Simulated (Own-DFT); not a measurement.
# Response to strain: wurtzite AlN, 128 atoms (Al64N64)

Calculated results; nothing here was measured. They come from Own-DFT, an in-house plane-wave density functional program, since retired, whose code no person has reviewed. Each row is one single-point run on a periodic cell that was not relaxed, without spin or spin-orbit coupling.

Settings of every run: PBE; PseudoDojo norm-conserving scalar-relativistic files; cutoff 42 hartree; 3 x 3 x 3 k mesh centred on Gamma; Gaussian smearing of 0.01 eV.

Known limits: k mesh not checked against a denser one; stress not checked against mesh or cutoff.

Unstrained cell vectors in Å: (12.448, 0.000, 0.000); (-6.224, 10.780, 0.000); (0.000, 0.000, 9.964). The unstrained cell has measured lattice constants (interpolated for alloys), not those of this functional. That, the random moves and any unrelaxed bonds set the pressure at no strain. Each run strains this cell uniformly, with the atoms carried along. Every atom was also moved at random, by a Gaussian of width 0.05 Å on each axis. Strain is the symmetric tensor, in per cent. Stress is positive in tension, and the pressure is minus a third of its trace.

| run | e_xx (%) | e_yy (%) | e_zz (%) | s_xx (GPa) | s_yy (GPa) | s_zz (GPa) | P (GPa) | E (meV/atom) |
|---|---|---|---|---|---|---|---|---|
| 1 | 0.00 | 0.00 | 3.00 | -4.48 | -3.10 | 7.78 | -0.07 | 5.4 |
| 2 | 0.00 | 0.00 | 0.50 | -4.78 | -4.59 | -3.77 | 4.38 | 0.0 |
| 3 | 0.00 | 0.00 | 1.25 | -5.47 | -4.23 | -0.07 | 3.26 | 11.4 |
| 4 | 0.00 | 0.00 | 1.50 | -4.96 | -5.00 | 1.89 | 2.69 | 9.2 |
| 5 | 0.00 | 0.00 | 0.75 | -4.95 | -4.93 | -2.02 | 3.97 | 4.2 |
| 6 | 0.00 | 0.00 | 2.00 | -3.15 | -5.78 | 3.46 | 1.82 | 12.5 |
| 7 | 0.00 | 0.00 | -0.75 | -7.00 | -7.64 | -8.43 | 7.69 | 30.7 |
| 8 | 0.00 | 0.00 | 2.25 | -4.47 | -4.00 | 3.69 | 1.59 | 18.7 |
| 9 | 0.00 | 0.00 | 1.75 | ? | ? | ? | ? | ? |

E is the free energy for each atom above the lowest run shown.

## Worked fit

The change of volume is close to e_xx + e_yy + e_zz. A straight line through the runs shown gives P = 5.76 - 198 x (fractional change of volume) GPa, with an error of 10 on the slope and a scatter of 0.30 GPa. The strain isn't the same on all axes and the cell isn't cubic, so the slope belongs to this path and is not the bulk modulus.

## Withheld run

Question: what pressure should run 9 give? Its volume changes by 1.75 %.

The line gives 2.3 GPa. The calculation gave 2.12 GPa.
